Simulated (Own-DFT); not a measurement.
## Calculated data, Si47N64 (beta silicon nitride with one vacancy, atoms displaced)

Computed with Own-DFT development build. A calculation, not a measurement: plane-wave PBE density functional theory by an unreviewed code, no spin, of a simulated periodic cell, stress positive in tension, free energy of the whole cell less one offset for each atom, defect cell not probed for a lower state with spin; forces on such cells moved up to 12 meV/angstrom on a denser k mesh; offsets are fitted by least squares, one for each functional and potential file, so energies compare only between cells with the same atoms and settings and are not formation energies; the far tail of each file's local potential was reset to the Coulomb form; each entry is a single point on an unrelaxed cell, so the pressure reflects the starting lattice, mostly measured values (interpolated for alloys), from which strain is counted, and rises with the displacements; printed positions are rounded, which can move forces by about a meV/angstrom; the program, named Own-DFT, is a retired in-house code; no spin-orbit coupling; before rounding, a Quantum ESPRESSO 7.3.1 run of the same cell and cutoff gave forces within 1 meV/angstrom rms on each cell, which checks the program and not the settings.

Common to all runs: functional PBE; potential files PseudoDojo norm-conserving, scalar-relativistic, standard set; wave cutoff 42 hartree; occupations Fermi-Dirac; smearing width 0.1 eV; k mesh 2 x 2 x 4 centred on Gamma.

```yaml
- entry: 1
  formula: Si47N64
  kind: "beta silicon nitride with one vacancy, atoms displaced"
  structure:
    cell_angstrom: [[15.212, 0.0, 0.0], [-7.606, 13.174, 0.0], [0.0, 0.0, 5.818]]
    atoms_fractional:
      - [Si, 0.08498, 0.38578, 0.12738]
      - [Si, 0.12, 0.20475, 0.13379]
      - [Si, 0.29605, 0.41402, 0.11363]
      - [Si, 0.41415, 0.11618, 0.38742]
      - [Si, 0.38615, 0.29806, 0.38316]
      - [Si, 0.20204, 0.0867, 0.37437]
      - ["N", 0.1693, 0.01957, 0.12824]
      - ["N", 0.48134, 0.15164, 0.13185]
      - ["N", 0.34647, 0.33007, 0.12717]
      - ["N", 0.33564, 0.48382, 0.37623]
      - ["N", 0.01572, 0.35145, 0.37693]
      - ["N", 0.14832, 0.16356, 0.37456]
      - ["N", 0.17354, 0.33817, 0.11451]
      - ["N", 0.33217, 0.16816, 0.36253]
      - [Si, 0.09045, 0.38767, 0.6215]
      - [Si, 0.11439, 0.20183, 0.62338]
      - [Si, 0.2967, 0.41256, 0.62992]
      - [Si, 0.41212, 0.11688, 0.87499]
      - [Si, 0.38351, 0.29703, 0.87619]
      - [Si, 0.20465, 0.08918, 0.87301]
      - ["N", 0.16466, 0.01457, 0.63039]
      - ["N", 0.48366, 0.15124, 0.62439]
      - ["N", 0.34879, 0.33221, 0.62231]
      - ["N", 0.334, 0.48422, 0.87654]
      - ["N", 0.02012, 0.35208, 0.86736]
      - ["N", 0.15214, 0.16748, 0.87075]
      - ["N", 0.16681, 0.33393, 0.62262]
      - ["N", 0.33903, 0.16858, 0.8798]
      - [Si, 0.08708, 0.88504, 0.12492]
      - [Si, 0.11587, 0.70193, 0.13127]
      - [Si, 0.29872, 0.91625, 0.11733]
      - [Si, 0.41294, 0.61306, 0.37587]
      - [Si, 0.38103, 0.79504, 0.37475]
      - [Si, 0.2054, 0.58876, 0.37238]
      - ["N", 0.16632, 0.51482, 0.12922]
      - ["N", 0.48588, 0.65033, 0.12654]
      - ["N", 0.34935, 0.83219, 0.12162]
      - ["N", 0.33238, 0.98416, 0.37372]
      - ["N", 0.01915, 0.85076, 0.37401]
      - ["N", 0.15271, 0.66772, 0.37931]
      - ["N", 0.16734, 0.83697, 0.12442]
      - ["N", 0.32932, 0.66543, 0.37032]
      - [Si, 0.08637, 0.88346, 0.62497]
      - [Si, 0.11691, 0.70627, 0.62063]
      - [Si, 0.41584, 0.61955, 0.86827]
      - [Si, 0.38376, 0.79439, 0.87693]
      - [Si, 0.20365, 0.58909, 0.87602]
      - ["N", 0.16473, 0.51467, 0.6319]
      - ["N", 0.48723, 0.64926, 0.63283]
      - ["N", 0.34805, 0.83624, 0.63066]
      - ["N", 0.33607, 0.98715, 0.87496]
      - ["N", 0.01508, 0.8496, 0.87085]
      - ["N", 0.15144, 0.66844, 0.87714]
      - ["N", 0.16871, 0.83439, 0.63221]
      - ["N", 0.33275, 0.67062, 0.87604]
      - [Si, 0.58539, 0.38227, 0.12006]
      - [Si, 0.61823, 0.20409, 0.13508]
      - [Si, 0.79829, 0.41551, 0.12063]
      - [Si, 0.9119, 0.11572, 0.37906]
      - [Si, 0.88376, 0.29893, 0.37255]
      - [Si, 0.7009, 0.08571, 0.37864]
      - ["N", 0.66831, 0.01394, 0.12931]
      - ["N", 0.97959, 0.14947, 0.12453]
      - ["N", 0.85207, 0.33636, 0.1292]
      - ["N", 0.83325, 0.486, 0.37475]
      - ["N", 0.51438, 0.34646, 0.3831]
      - ["N", 0.65448, 0.17025, 0.37564]
      - ["N", 0.66498, 0.33352, 0.1226]
      - ["N", 0.83637, 0.16799, 0.38135]
      - [Si, 0.58813, 0.38385, 0.61549]
      - [Si, 0.61655, 0.20145, 0.62549]
      - [Si, 0.79757, 0.41567, 0.62831]
      - [Si, 0.91487, 0.11775, 0.87733]
      - [Si, 0.88297, 0.29626, 0.86533]
      - [Si, 0.70189, 0.08464, 0.87631]
      - ["N", 0.66671, 0.01578, 0.62697]
      - ["N", 0.9863, 0.14868, 0.62442]
      - ["N", 0.84942, 0.33252, 0.62006]
      - ["N", 0.83323, 0.48419, 0.86748]
      - ["N", 0.51891, 0.3521, 0.88255]
      - ["N", 0.64741, 0.16343, 0.88331]
      - ["N", 0.6678, 0.33468, 0.62322]
      - ["N", 0.82989, 0.16275, 0.87183]
      - [Si, 0.59035, 0.88478, 0.11947]
      - [Si, 0.61602, 0.70222, 0.13329]
      - [Si, 0.7968, 0.91333, 0.12456]
      - [Si, 0.91535, 0.6136, 0.3748]
      - [Si, 0.88564, 0.79499, 0.3731]
      - [Si, 0.70325, 0.58533, 0.37571]
      - ["N", 0.66771, 0.51911, 0.12772]
      - ["N", 0.98253, 0.6481, 0.12547]
      - ["N", 0.84607, 0.83498, 0.12171]
      - ["N", 0.83443, 0.98199, 0.37277]
      - ["N", 0.51619, 0.85156, 0.36994]
      - ["N", 0.64904, 0.66671, 0.36788]
      - ["N", 0.66626, 0.83198, 0.12298]
      - ["N", 0.82951, 0.6619, 0.38269]
      - [Si, 0.58563, 0.88547, 0.6225]
      - [Si, 0.6133, 0.70181, 0.62234]
      - [Si, 0.7965, 0.91107, 0.61568]
      - [Si, 0.90793, 0.61413, 0.86488]
      - [Si, 0.88314, 0.80001, 0.87733]
      - [Si, 0.7051, 0.58737, 0.87243]
      - ["N", 0.66447, 0.51581, 0.62025]
      - ["N", 0.98156, 0.64855, 0.62346]
      - ["N", 0.85109, 0.83296, 0.61978]
      - ["N", 0.82895, 0.98097, 0.88252]
      - ["N", 0.52036, 0.85237, 0.87881]
      - ["N", 0.65488, 0.67184, 0.86157]
      - ["N", 0.66478, 0.82745, 0.62669]
      - ["N", 0.83481, 0.66947, 0.87738]
  results:
    "free_energy_of_cell_above_offsets [eV]": "-5.045"
    "pressure [GPa]": 5.96
    "stress_xx [GPa]": -4.7
    "stress_yy [GPa]": -5.82
    "stress_zz [GPa]": -7.35
    "stress_yz [GPa]": -0.02
    "stress_xz [GPa]": -0.6
    "stress_xy [GPa]": -0.7
    force_element: [Si, Si, Si, Si, Si, Si, "N", "N", "N", "N", "N", "N", "N", "N", Si, Si, Si, Si, Si, Si, "N", "N", "N", "N", "N", "N", "N", "N", Si, Si, Si, Si, Si, Si, "N", "N", "N", "N", "N", "N", "N", "N", Si, Si, Si, Si, Si, "N", "N", "N", "N", "N", "N", "N", "N", Si, Si, Si, Si, Si, Si, "N", "N", "N", "N", "N", "N", "N", "N", Si, Si, Si, Si, Si, Si, "N", "N", "N", "N", "N", "N", "N", "N", Si, Si, Si, Si, Si, Si, "N", "N", "N", "N", "N", "N", "N", "N", Si, Si, Si, Si, Si, Si, "N", "N", "N", "N", "N", "N", "N", "N"]
    "force_x [eV/angstrom]": [1.744, -1.582, 2.457, -2.318, -0.637, 0.987, -0.744, 2.543, -0.286, 0.075, -0.202, -0.04, -3.695, 0.651, 0.13, 0.672, 0.106, 1.461, 0.993, 0.888, -0.45, 2.048, -0.658, 0.355, -2.248, -0.17, 0.254, -3.019, 0.445, -0.689, 0.996, -0.661, -0.443, -1.546, -0.293, -0.761, -0.727, 0.237, -1.879, -0.039, 0.28, 3.117, 2.094, 0.274, -1.141, -0.798, -0.638, 0.238, -1.837, 1.474, -0.008, -0.756, -0.015, -1.231, 2.025, 0.661, -2.414, -0.529, 0.254, 1.401, 1.431, -0.4, 2.917, -0.692, 0.405, 0.021, 0.871, 1.49, -1.853, 0.19, -1.155, 0.238, -1.149, 1.38, -0.386, -0.415, -0.969, -1.545, 0.108, -1.967, 0.637, 0.487, 0.67, -0.214, -0.12, -0.876, -2.089, -0.474, -1.349, -0.224, 0.693, 2.013, -0.069, -0.419, 1.652, 0.247, 1.906, 1.24, 1.901, -0.287, 1.173, 0.642, -1.465, 0.046, 1.529, -0.508, 0.655, -1.767, 0.903, -1.139, -0.322]
    "force_y [eV/angstrom]": [-0.586, 0.543, -0.029, -1.673, -0.985, 0.111, -1.698, 0.986, 1.203, -0.08, -0.01, -0.037, -2.524, -0.372, -1.049, 0.926, -0.442, -1.649, 0.161, -0.133, 0.731, 0.935, 0.884, 2.215, -1.04, -0.077, -0.469, 0.339, 1.139, 1.174, -0.989, 0.755, 2.027, -1.305, 0.731, -0.435, 0.57, 0.798, -0.76, -0.67, -1.648, 0.274, 0.816, 0.226, -0.924, 3.93, -0.15, 1.794, -0.749, -1.102, 0.608, 0.023, -0.768, -0.041, -3.16, 1.426, -0.017, -1.15, -0.661, -1.185, 0.997, 0.803, 1.333, 0.5, -1.016, 0.539, -1.201, 0.498, -0.212, 0.391, 0.901, -1.976, -1.764, -0.451, 0.439, -0.504, -0.486, 1.391, 0.762, -0.653, -0.298, -0.786, 1.793, -0.426, 0.782, -0.873, 0.663, -0.341, 1.303, -2.239, 0.093, -0.831, 1.593, -0.376, -1.51, 0.25, 1.867, -1.034, 0.069, -0.915, 1.334, -0.497, 1.066, -0.859, 0.309, 0.805, 1.939, -0.95, -1.643, 3.18, -0.517]
    "force_z [eV/angstrom]": [-0.882, -2.347, 2.716, -2.209, -2.002, 1.24, -1.173, -0.095, -0.021, -0.17, -0.265, 0.795, 0.704, 1.241, 0.108, 0.321, -1.242, 0.623, 0.484, 0.309, -0.898, 1.368, 1.521, -1.357, 1.112, 1.006, -0.271, -0.718, -0.9, -1.111, 0.652, -0.063, 1.046, 1.202, -0.649, -0.335, 0.545, -0.872, -0.374, -0.511, 0.029, 0.236, 0.369, 1.572, 2.316, -1.07, 0.366, -1.175, -2.147, -0.639, 0.57, 1.256, -0.138, -0.242, -0.172, 2.188, -1.7, 0.966, -0.453, 0.32, -0.524, -0.093, 1.045, -2.151, -0.154, -1.994, 0.901, 0.143, -0.193, 2.586, 1.09, -2.221, -0.834, 1.47, 0.743, -0.317, 0.363, 0.586, 1.499, -2.915, -0.724, 0.044, 0.042, 1.518, -3.48, 0.202, -0.42, -0.31, -0.224, -1.13, -1.03, 1.109, 0.378, 0.23, 2.173, 0.368, -0.388, -0.171, -0.441, 2.093, 1.636, -0.737, 0.046, 0.922, 0.139, 0.095, -2.711, -1.15, 2.464, -0.564, 0.01]
- entry: 2
  formula: Si47N64
  kind: "beta silicon nitride with one vacancy, atoms displaced"
  structure:
    cell_angstrom: [[15.212, 0.0, 0.0], [-7.606, 13.174, 0.0], [0.0, 0.0, 5.818]]
    atoms_fractional:
      - [Si, 0.08723, 0.38588, 0.12013]
      - [Si, 0.11276, 0.19885, 0.12723]
      - [Si, 0.29861, 0.41371, 0.12719]
      - [Si, 0.40926, 0.11394, 0.37748]
      - [Si, 0.38631, 0.29697, 0.37448]
      - [Si, 0.20237, 0.08722, 0.37448]
      - ["N", 0.16377, 0.01731, 0.12839]
      - ["N", 0.48227, 0.14959, 0.12176]
      - ["N", 0.34498, 0.32879, 0.12324]
      - ["N", 0.33589, 0.48872, 0.3757]
      - ["N", 0.01817, 0.35104, 0.37107]
      - ["N", 0.15108, 0.16668, 0.37564]
      - ["N", 0.16421, 0.33283, 0.11444]
      - ["N", 0.33331, 0.16412, 0.38383]
      - [Si, 0.08557, 0.38435, 0.63429]
      - [Si, 0.11412, 0.20087, 0.62738]
      - [Si, 0.2949, 0.41002, 0.62149]
      - [Si, 0.41278, 0.11438, 0.87011]
      - [Si, 0.39089, 0.2994, 0.86683]
      - [Si, 0.19944, 0.08332, 0.86839]
      - ["N", 0.17, 0.01969, 0.62508]
      - ["N", 0.4884, 0.15353, 0.62642]
      - ["N", 0.3447, 0.33333, 0.62992]
      - ["N", 0.33778, 0.48686, 0.87537]
      - ["N", 0.01282, 0.34749, 0.87338]
      - ["N", 0.15181, 0.17009, 0.87568]
      - ["N", 0.16821, 0.33022, 0.62334]
      - ["N", 0.3306, 0.16594, 0.87078]
      - [Si, 0.08538, 0.88455, 0.12987]
      - [Si, 0.11495, 0.70097, 0.1242]
      - [Si, 0.29949, 0.91355, 0.1342]
      - [Si, 0.41214, 0.61577, 0.37271]
      - [Si, 0.38772, 0.80194, 0.37238]
      - [Si, 0.20495, 0.58904, 0.37535]
      - ["N", 0.16255, 0.51339, 0.12044]
      - ["N", 0.48105, 0.65051, 0.13211]
      - ["N", 0.35355, 0.83458, 0.12054]
      - ["N", 0.33261, 0.98404, 0.37664]
      - ["N", 0.01564, 0.84864, 0.37836]
      - ["N", 0.15288, 0.66711, 0.37937]
      - ["N", 0.16571, 0.83286, 0.11834]
      - ["N", 0.32841, 0.66252, 0.37618]
      - [Si, 0.08544, 0.8861, 0.62707]
      - [Si, 0.11433, 0.7031, 0.62504]
      - [Si, 0.30043, 0.91315, 0.62704]
      - [Si, 0.41482, 0.61844, 0.86983]
      - [Si, 0.38463, 0.80077, 0.86655]
      - [Si, 0.20227, 0.58758, 0.8735]
      - ["N", 0.16614, 0.51712, 0.62568]
      - ["N", 0.48511, 0.65339, 0.61693]
      - ["N", 0.3505, 0.83357, 0.62932]
      - ["N", 0.33321, 0.9842, 0.87133]
      - ["N", 0.01345, 0.85074, 0.87869]
      - ["N", 0.15285, 0.66552, 0.8863]
      - ["N", 0.16711, 0.83027, 0.6213]
      - ["N", 0.33085, 0.66851, 0.87685]
      - [Si, 0.58705, 0.38672, 0.11351]
      - [Si, 0.61785, 0.19951, 0.12697]
      - [Si, 0.7962, 0.40954, 0.11311]
      - [Si, 0.91716, 0.11895, 0.38402]
      - [Si, 0.70217, 0.08563, 0.37925]
      - ["N", 0.67141, 0.01655, 0.12735]
      - ["N", 0.98929, 0.15354, 0.12315]
      - ["N", 0.85119, 0.33562, 0.1275]
      - ["N", 0.83453, 0.4831, 0.37274]
      - ["N", 0.5148, 0.34966, 0.3753]
      - ["N", 0.64914, 0.16486, 0.38211]
      - ["N", 0.67145, 0.33474, 0.11896]
      - ["N", 0.83257, 0.16268, 0.37356]
      - [Si, 0.58244, 0.38426, 0.63135]
      - [Si, 0.61185, 0.19929, 0.62415]
      - [Si, 0.79731, 0.41403, 0.61827]
      - [Si, 0.91765, 0.11391, 0.87924]
      - [Si, 0.88226, 0.29699, 0.87454]
      - [Si, 0.70146, 0.08704, 0.87496]
      - ["N", 0.66854, 0.0162, 0.62454]
      - ["N", 0.98448, 0.14891, 0.62499]
      - ["N", 0.84807, 0.33032, 0.62042]
      - ["N", 0.83062, 0.48475, 0.87958]
      - ["N", 0.51898, 0.34771, 0.87126]
      - ["N", 0.6534, 0.17072, 0.87386]
      - ["N", 0.66761, 0.33211, 0.62833]
      - ["N", 0.83692, 0.17118, 0.86767]
      - [Si, 0.5881, 0.88758, 0.12587]
      - [Si, 0.61162, 0.70224, 0.11501]
      - [Si, 0.79605, 0.90946, 0.12329]
      - [Si, 0.91112, 0.6135, 0.37779]
      - [Si, 0.88211, 0.79461, 0.37836]
      - [Si, 0.70183, 0.58651, 0.38707]
      - ["N", 0.66339, 0.51525, 0.13491]
      - ["N", 0.98399, 0.65043, 0.12277]
      - ["N", 0.84925, 0.83332, 0.12284]
      - ["N", 0.83516, 0.98674, 0.38288]
      - ["N", 0.51317, 0.85171, 0.37827]
      - ["N", 0.65129, 0.66547, 0.38114]
      - ["N", 0.67152, 0.83644, 0.12386]
      - ["N", 0.83201, 0.66791, 0.37515]
      - [Si, 0.58638, 0.88968, 0.62534]
      - [Si, 0.61542, 0.70147, 0.61631]
      - [Si, 0.80043, 0.91508, 0.63056]
      - [Si, 0.90986, 0.61409, 0.8742]
      - [Si, 0.88256, 0.79714, 0.88178]
      - [Si, 0.69975, 0.58358, 0.87286]
      - ["N", 0.66623, 0.51407, 0.62662]
      - ["N", 0.98041, 0.64536, 0.62535]
      - ["N", 0.85108, 0.83844, 0.63001]
      - ["N", 0.83436, 0.98545, 0.87078]
      - ["N", 0.51209, 0.84703, 0.8774]
      - ["N", 0.65622, 0.66969, 0.86898]
      - ["N", 0.67045, 0.83458, 0.61994]
      - ["N", 0.82866, 0.66259, 0.88329]
  results:
    "free_energy_of_cell_above_offsets [eV]": "-4.171"
    "pressure [GPa]": 5.98
    "stress_xx [GPa]": -5.45
    "stress_yy [GPa]": -6.07
    "stress_zz [GPa]": -6.43
    "stress_yz [GPa]": -0.16
    "stress_xz [GPa]": 0.21
    "stress_xy [GPa]": -1.59
    force_element: [Si, Si, Si, Si, Si, Si, "N", "N", "N", "N", "N", "N", "N", "N", Si, Si, Si, Si, Si, Si, "N", "N", "N", "N", "N", "N", "N", "N", Si, Si, Si, Si, Si, Si, "N", "N", "N", "N", "N", "N", "N", "N", Si, Si, Si, Si, Si, Si, "N", "N", "N", "N", "N", "N", "N", "N", Si, Si, Si, Si, Si, "N", "N", "N", "N", "N", "N", "N", "N", Si, Si, Si, Si, Si, Si, "N", "N", "N", "N", "N", "N", "N", "N", Si, Si, Si, Si, Si, Si, "N", "N", "N", "N", "N", "N", "N", "N", Si, Si, Si, Si, Si, Si, "N", "N", "N", "N", "N", "N", "N", "N"]
    "force_x [eV/angstrom]": [-1.088, 1.589, -0.906, 1.735, -1.786, 0.066, -0.037, 1.055, 1.152, 0.284, 0.807, 0.194, 1.495, -1.031, 0.053, 0.356, -0.538, -1.147, -3.233, -0.132, -0.72, -2.715, 3.044, 0.185, 0.57, 1.146, -2.039, 1.48, 1.247, -0.362, -0.995, -1.684, -1.172, -1.698, 0.317, 1.768, -1.597, 0.567, -1.149, -0.798, 0.43, 2.492, 1.784, 0.554, -1.735, -1.864, 0.861, 0.497, -0.054, 0.485, -0.851, 0.476, 0.27, -1.501, -1.149, 1.795, 2.712, -1.68, 1.838, -1.952, 0.928, -1.165, -1.907, -0.018, -0.319, 0.275, 0.459, -3.461, 0.051, 4.267, 1.968, 1.336, -2.41, 0.36, 1.518, -0.93, 1.393, -1.179, 0.085, -2.313, 0.844, -1.967, 0.212, 0.831, 1.588, 0.786, -0.258, -0.233, 0.361, -0.49, -0.1, -0.09, 0.796, 1.772, -0.438, -3.152, 0.634, 2.294, -0.491, -1.307, 0.033, 0.367, 0.484, -0.68, 1.14, 1.687, 0.418, 1.516, -1.463, -2.144, 0.419]
    "force_y [eV/angstrom]": [-1.075, 2.611, -0.432, 0.914, -0.745, 1.259, -1.151, 0.059, 0.721, -2.35, -0.121, -0.639, -0.005, 1.055, -0.147, 0.699, 2.055, 0.65, -1.817, 3.168, -3.095, -1.82, -0.728, -0.423, 0.42, -2.062, 0.844, 0.289, -0.158, 0.57, -1.437, 0.357, -3.233, -2.25, 1.78, 0.898, 1.511, 0.207, -0.04, 0.097, 0.682, 3.465, -0.542, -1.33, -1.226, -0.328, -2.663, -0.536, -0.793, 0.009, 1.313, 0.03, 0.324, 0.639, 2.263, 0.29, -0.788, 1.842, 0.51, -0.154, 2.628, -0.451, -1.721, -0.214, 0.863, 0.405, -1.393, -1.873, -0.386, -0.069, 2.791, -1.869, 1.043, 1.405, 1.887, -0.267, 0.336, 1.151, 0.774, -0.476, -2.072, 0.194, -3.683, -1.049, 0.553, 2.731, -0.104, 1.26, 0.694, 0.116, -0.104, 0.379, -0.499, 1.123, -0.281, -2.076, -1.304, -2.368, 1.98, -0.481, -0.052, -1.415, 1.06, -0.91, 0.926, -1.15, 0.205, 1.448, -0.629, -0.051, 1.55]
    "force_z [eV/angstrom]": [0.819, -0.433, -0.675, -0.546, 0.09, -0.139, -0.773, 0.742, -0.051, 0.039, 1.052, 0.31, 0.435, -0.334, -2.623, -0.281, 0.793, 0.628, 1.299, 2.31, -1.076, -0.581, -1.144, -0.402, 0.469, -0.013, 0.115, 0.047, -0.57, 0.997, -2.255, 1.071, 0.22, -0.526, 0.47, -2.245, 0.772, 0.739, 0.124, -0.419, 0.427, -0.118, 0.326, 0.825, 0.004, 0.24, 2.137, 0.512, 0.061, 0.943, -2.472, 1.031, -0.223, -2.085, 0.206, -0.283, 3.286, 0.383, 2.136, -2.215, -0.592, -0.612, 1.059, -1.489, -0.883, -0.446, -1.006, 0.308, 0.055, -3.452, 0.288, 0.798, -0.34, 0.274, 0.114, 1.047, 1.278, 0.884, -1.893, 1.04, 0.054, -0.359, 0.411, -0.098, 1.315, 0.941, -1.287, 0.31, -1.804, -1.224, 0.474, 1.609, -1.648, -0.547, -2.464, -0.097, 0.396, 0.541, 1.352, -1.443, 0.779, -1.544, 1.738, 0.57, 0.339, -0.367, 2.095, -0.268, 0.445, 0.234, -0.461]
```
